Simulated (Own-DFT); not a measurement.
## Calculated data, GaP (zincblende, atoms displaced)

A calculation, not a measurement: plane-wave PBE density functional theory by an unreviewed code, no spin, of a simulated periodic cell, stress positive in tension, free energy of the whole cell less one offset for each atom, forces on such cells passed a denser k mesh, this cell's mesh not checked; offsets are fitted by least squares, one for each functional and potential file, so energies compare only between cells with the same atoms and settings and are not formation energies; the far tail of each file's local potential was reset to the Coulomb form; each entry is a single point on an unrelaxed cell, so the pressure reflects the starting lattice, mostly measured values (interpolated for alloys), from which strain is counted, and rises with the displacements; printed positions are rounded, which can move forces by about a meV/angstrom; the program, named Own-DFT, is a retired in-house code; no spin-orbit coupling; before rounding, a Quantum ESPRESSO 7.3.1 run of the same cell and cutoff gave forces within 1 meV/angstrom rms on each cell, which checks the program and not the settings. Program: Own-DFT development build.

```json
{"formula": "GaP", "kind": "zincblende, atoms displaced", "structure": {"cell_angstrom": [[16.3515, 0.0, 0.0], [0.0, 10.901, 0.0], [0.0, 0.0, 10.901]], "atoms_fractional": [["Ga", 0.00231, 0.9922, 0.99775], ["Ga", 9e-05, 0.26008, 0.25579], ["Ga", 0.16856, 0.00161, 0.24425], ["Ga", 0.16732, 0.25608, 0.00395], ["P", 0.08958, 0.12159, 0.12723], ["P", 0.08407, 0.37675, 0.37303], ["P", 0.25456, 0.12791, 0.3717], ["P", 0.24996, 0.37478, 0.1309], ["Ga", 0.99917, 0.00443, 0.50801], ["Ga", 0.0067, 0.25123, 0.7538], ["Ga", 0.16891, 0.00124, 0.74325], ["Ga", 0.16722, 0.25513, 0.49423], ["P", 0.08342, 0.13334, 0.62116], ["P", 0.08488, 0.37336, 0.87261], ["P", 0.2504, 0.12679, 0.87685], ["P", 0.25133, 0.37469, 0.62915], ["Ga", 0.99772, 0.505, 0.00506], ["Ga", 0.00046, 0.74542, 0.2549], ["Ga", 0.16507, 0.49181, 0.2514], ["Ga", 0.1655, 0.75231, 0.00478], ["P", 0.08737, 0.62336, 0.12725], ["P", 0.08435, 0.87316, 0.37084], ["P", 0.24653, 0.61715, 0.37343], ["P", 0.24707, 0.88263, 0.12392], ["Ga", 0.00224, 0.49991, 0.49894], ["Ga", 0.99509, 0.74186, 0.75411], ["Ga", 0.16615, 0.50532, 0.74887], ["Ga", 0.16389, 0.74414, 0.50432], ["P", 0.08199, 0.62791, 0.62882], ["P", 0.08484, 0.87997, 0.87779], ["P", 0.24441, 0.62354, 0.87791], ["P", 0.25264, 0.87001, 0.62183], ["Ga", 0.33414, 0.00209, 0.99655], ["Ga", 0.33284, 0.24704, 0.2488], ["Ga", 0.49895, 0.99948, 0.25974], ["Ga", 0.49983, 0.26061, 0.997], ["P", 0.4137, 0.12893, 0.12796], ["P", 0.4195, 0.3654, 0.37468], ["P", 0.58576, 0.12184, 0.38068], ["P", 0.57896, 0.37926, 0.12725], ["Ga", 0.33267, 0.99804, 0.50183], ["Ga", 0.33675, 0.24714, 0.75325], ["Ga", 0.50043, 0.00446, 0.75296], ["Ga", 0.50046, 0.24844, 0.48898], ["P", 0.41427, 0.12303, 0.63083], ["P", 0.41733, 0.37651, 0.87205], ["P", 0.58042, 0.1301, 0.87509], ["P", 0.5773, 0.37687, 0.62104], ["Ga", 0.33525, 0.49724, 0.00056], ["Ga", 0.33311, 0.74561, 0.25245], ["Ga", 0.5011, 0.49914, 0.25389], ["Ga", 0.50043, 0.76072, 0.99703], ["P", 0.41586, 0.62216, 0.12758], ["P", 0.41739, 0.87514, 0.37505], ["P", 0.5843, 0.62214, 0.37975], ["P", 0.58275, 0.87312, 0.12771], ["Ga", 0.33494, 0.49467, 0.50507], ["Ga", 0.33822, 0.74893, 0.74621], ["Ga", 0.50094, 0.5065, 0.75311], ["Ga", 0.49855, 0.75318, 0.4998], ["P", 0.41544, 0.62264, 0.62238], ["P", 0.41723, 0.87389, 0.87691], ["P", 0.58329, 0.62474, 0.88052], ["P", 0.58585, 0.87299, 0.62298], ["Ga", 0.6676, 0.00117, 0.99997], ["Ga", 0.66563, 0.26031, 0.25201], ["Ga", 0.83852, 0.99645, 0.24757], ["Ga", 0.83583, 0.25092, 0.00349], ["P", 0.75048, 0.12125, 0.12625], ["P", 0.74996, 0.37178, 0.37899], ["P", 0.92, 0.11752, 0.37106], ["P", 0.91897, 0.37983, 0.132], ["Ga", 0.672, 0.99774, 0.49612], ["Ga", 0.67008, 0.24197, 0.74631], ["Ga", 0.83296, 0.99657, 0.74332], ["Ga", 0.8321, 0.24459, 0.4988], ["P", 0.74773, 0.12866, 0.62002], ["P", 0.74812, 0.37176, 0.8719], ["P", 0.91236, 0.13334, 0.87615], ["P", 0.91995, 0.37353, 0.63048], ["Ga", 0.6692, 0.49541, 0.0048], ["Ga", 0.66589, 0.75512, 0.2519], ["Ga", 0.83339, 0.49806, 0.24856], ["Ga", 0.83571, 0.75381, 0.00068], ["P", 0.75185, 0.62769, 0.11591], ["P", 0.7458, 0.87533, 0.38214], ["P", 0.91829, 0.62956, 0.37619], ["P", 0.92239, 0.88189, 0.13076], ["Ga", 0.66299, 0.49787, 0.50709], ["Ga", 0.66994, 0.75899, 0.75103], ["Ga", 0.83131, 0.49782, 0.74456], ["Ga", 0.83382, 0.74966, 0.4975], ["P", 0.7492, 0.62211, 0.62575], ["P", 0.74883, 0.88277, 0.87893], ["P", 0.91365, 0.61561, 0.87055], ["P", 0.91677, 0.87637, 0.62112]]}, "settings": {"functional": "PBE", "potential_files": "PseudoDojo norm-conserving, scalar-relativistic, standard set", "wave_cutoff [hartree]": 42.0, "occupations": "Fermi-Dirac", "smearing_width [eV]": 0.1, "k_mesh": "2 x 3 x 3 centred on Gamma"}, "results": {"free_energy_of_cell_above_offsets [eV]": "-50.868", "pressure [GPa]": 3.11, "stress_xx [GPa]": -3.15, "stress_yy [GPa]": -3.05, "stress_zz [GPa]": -3.13, "stress_yz [GPa]": -0.36, "stress_xz [GPa]": 0.04, "stress_xy [GPa]": 0.17, "force_element": ["Ga", "Ga", "Ga", "Ga", "P", "P", "P", "P", "Ga", "Ga", "Ga", "Ga", "P", "P", "P", "P", "Ga", "Ga", "Ga", "Ga", "P", "P", "P", "P", "Ga", "Ga", "Ga", "Ga", "P", "P", "P", "P", "Ga", "Ga", "Ga", "Ga", "P", "P", "P", "P", "Ga", "Ga", "Ga", "Ga", "P", "P", "P", "P", "Ga", "Ga", "Ga", "Ga", "P", "P", "P", "P", "Ga", "Ga", "Ga", "Ga", "P", "P", "P", "P", "Ga", "Ga", "Ga", "Ga", "P", "P", "P", "P", "Ga", "Ga", "Ga", "Ga", "P", "P", "P", "P", "Ga", "Ga", "Ga", "Ga", "P", "P", "P", "P", "Ga", "Ga", "Ga", "Ga", "P", "P", "P", "P"], "force_x [eV/angstrom]": [-0.342, 0.253, 0.055, 0.061, -1.632, -0.244, -0.96, 0.398, 0.715, -1.083, -0.001, 0.651, 0.502, 0.07, -0.213, -0.271, 0.725, 0.514, 0.387, 0.194, -0.781, 0.132, 0.529, 1.28, -0.38, 0.505, 0.002, 0.397, -0.297, -0.013, 1.26, -0.493, -0.125, 0.14, 0.295, -0.296, 1.137, -0.977, 0.195, 0.888, 0.163, -0.693, 0.086, 0.068, 0.667, -0.157, 0.677, 0.451, -0.597, -0.541, -0.504, 0.063, 0.459, -0.65, -0.078, -0.04, -0.262, -0.847, -0.009, 0.314, 0.603, -0.257, 0.509, -0.377, -0.865, -0.109, -1.256, -0.655, 0.019, 0.084, -0.315, -0.3, -1.273, -1.283, -0.119, 1.094, 0.682, 0.373, 1.215, -0.241, -0.465, 0.096, -0.442, 0.424, -0.138, 1.746, -0.526, -0.234, 0.452, -0.35, -0.14, -0.376, 0.092, 0.772, -0.172, -0.014], "force_y [eV/angstrom]": [1.817, -1.593, -0.032, -0.543, 1.146, 0.07, -0.66, 0.037, -0.417, -0.332, 0.146, -0.305, -0.637, 0.977, 0.094, -0.162, -0.37, 0.404, 0.733, 0.156, 0.071, 0.487, 0.292, -1.159, 0.133, 1.073, -0.618, 0.476, -0.443, -1.089, 0.504, 0.074, 0.005, 0.643, 0.502, -0.863, -0.551, 1.216, 0.189, -0.221, 0.316, 0.192, -0.625, -0.673, 0.074, 0.379, -0.237, -0.735, 0.248, 0.315, 0.385, -1.39, 0.47, -0.284, 0.522, 0.898, -0.157, -0.242, -0.185, -0.47, 0.264, 0.533, 0.503, 0.717, 0.447, -1.165, 0.257, 0.383, 0.734, 0.905, 1.055, -0.453, 0.66, 1.058, 0.851, 0.284, -1.119, 0.026, -1.307, -0.196, 0.175, -0.964, 0.711, 0.253, -0.022, -0.613, -0.989, -1.622, -0.039, -0.995, -0.49, -0.098, 0.684, -0.585, 0.755, -0.644], "force_z [eV/angstrom]": [0.209, -0.6, 1.378, -0.183, -0.525, 0.736, 0.696, -0.577, -0.944, 0.029, 0.218, 0.299, 0.154, 0.914, -0.269, -0.043, -0.491, -0.629, -0.398, -0.263, 0.074, 0.917, 0.659, -0.12, 0.434, -0.003, 0.047, -0.805, -0.184, -1.162, 0.001, 0.238, 0.415, 0.062, -1.019, 0.495, -0.696, -0.499, -0.813, -0.147, -0.172, 0.036, -0.337, 1.602, -1.06, 0.011, 0.321, 0.816, 0.038, -0.281, 0.283, 0.696, -0.315, 0.266, -0.423, -0.034, -0.857, 0.691, -0.277, 0.109, 0.118, -0.622, -0.237, 0.223, 0.38, -0.29, 0.554, 0.314, 0.365, -0.031, 0.519, -0.725, 1.111, 0.262, 0.541, -0.134, 0.137, 0.369, -0.57, -0.893, -0.573, -0.096, 0.507, -0.271, 1.349, -1.574, 0.003, -0.699, -0.395, 0.272, 0.173, 0.372, -0.113, -0.506, 0.837, 0.603]}}
```
